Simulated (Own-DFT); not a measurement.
# Strain and stress in diamond-structure SiGeSn with randomly placed atoms, 64 atoms (Ge48Si8Sn8)

Calculated results; nothing here was measured. They come from Own-DFT, an in-house plane-wave density functional program, since retired, whose code no person has reviewed. Each row is one single-point run on a periodic cell that was not relaxed, without spin or spin-orbit coupling.

Settings of every run: PBE; PseudoDojo norm-conserving scalar-relativistic files; cutoff 49 hartree; 3 x 3 x 3 k mesh centred on Gamma; Fermi-Dirac smearing of 0.1 eV.

Known limits: forces on such cells moved up to 12 meV/angstrom on a denser k mesh; stress not checked against mesh or cutoff.

Unstrained cell vectors in Å: (11.467, 0.000, 0.000); (0.000, 11.467, 0.000); (0.000, 0.000, 11.467). The unstrained cell has measured lattice constants (interpolated for alloys), not those of this functional. That, the random moves and any unrelaxed bonds set the pressure at no strain. Each run strains this cell uniformly, with the atoms carried along. Every atom was also moved at random, by a Gaussian of width 0.05 Å on each axis. The random placing of the alloy's atoms differs from row to row. Strain is the symmetric tensor, in per cent. Stress is positive in tension, and the pressure is minus a third of its trace.

| run | e_xx (%) | e_yy (%) | e_zz (%) | s_xx (GPa) | s_yy (GPa) | s_zz (GPa) | P (GPa) | E (meV/atom) |
|---|---|---|---|---|---|---|---|---|
| 1 | -2.75 | -2.75 | 0.00 | -10.38 | -10.40 | -8.59 | 9.79 | 88.6 |
| 2 | 0.50 | 0.50 | 0.00 | -4.01 | -3.97 | -4.23 | 4.07 | 14.9 |
| 3 | -0.75 | -0.75 | 0.00 | -6.46 | -6.29 | -5.85 | 6.20 | 47.1 |
| 4 | -0.25 | -0.25 | 0.00 | -5.32 | -5.24 | -5.15 | 5.23 | 30.1 |
| 5 | 1.50 | 1.50 | 0.00 | -2.58 | -2.54 | -3.34 | 2.82 | 18.9 |
| 6 | -1.75 | -1.75 | 0.00 | -8.66 | -8.61 | -7.45 | 8.24 | 90.0 |
| 7 | 2.50 | 2.50 | 0.00 | -0.98 | -0.81 | -2.29 | 1.36 | 0.0 |
| 8 | -1.00 | -1.00 | 0.00 | -6.90 | -6.69 | -6.23 | 6.61 | 52.4 |
| 9 | -2.00 | -2.00 | 0.00 | ? | ? | ? | ? | ? |

E is the free energy for each atom above the lowest run shown.

## Worked fit

The change of volume is close to e_xx + e_yy + e_zz. A straight line through the runs shown gives P = 5.16 - 81 x (fractional change of volume) GPa, with an error of 3 on the slope and a scatter of 0.28 GPa. The strain isn't the same on all axes, but the crystal is cubic, so the slope still estimates the bulk modulus, averaged over pressures from 1.4 to 9.8 GPa.

## Withheld run

Question: what pressure should run 9 give? Its volume changes by -3.96 %.

The line gives 8.4 GPa. The calculation gave 8.28 GPa.
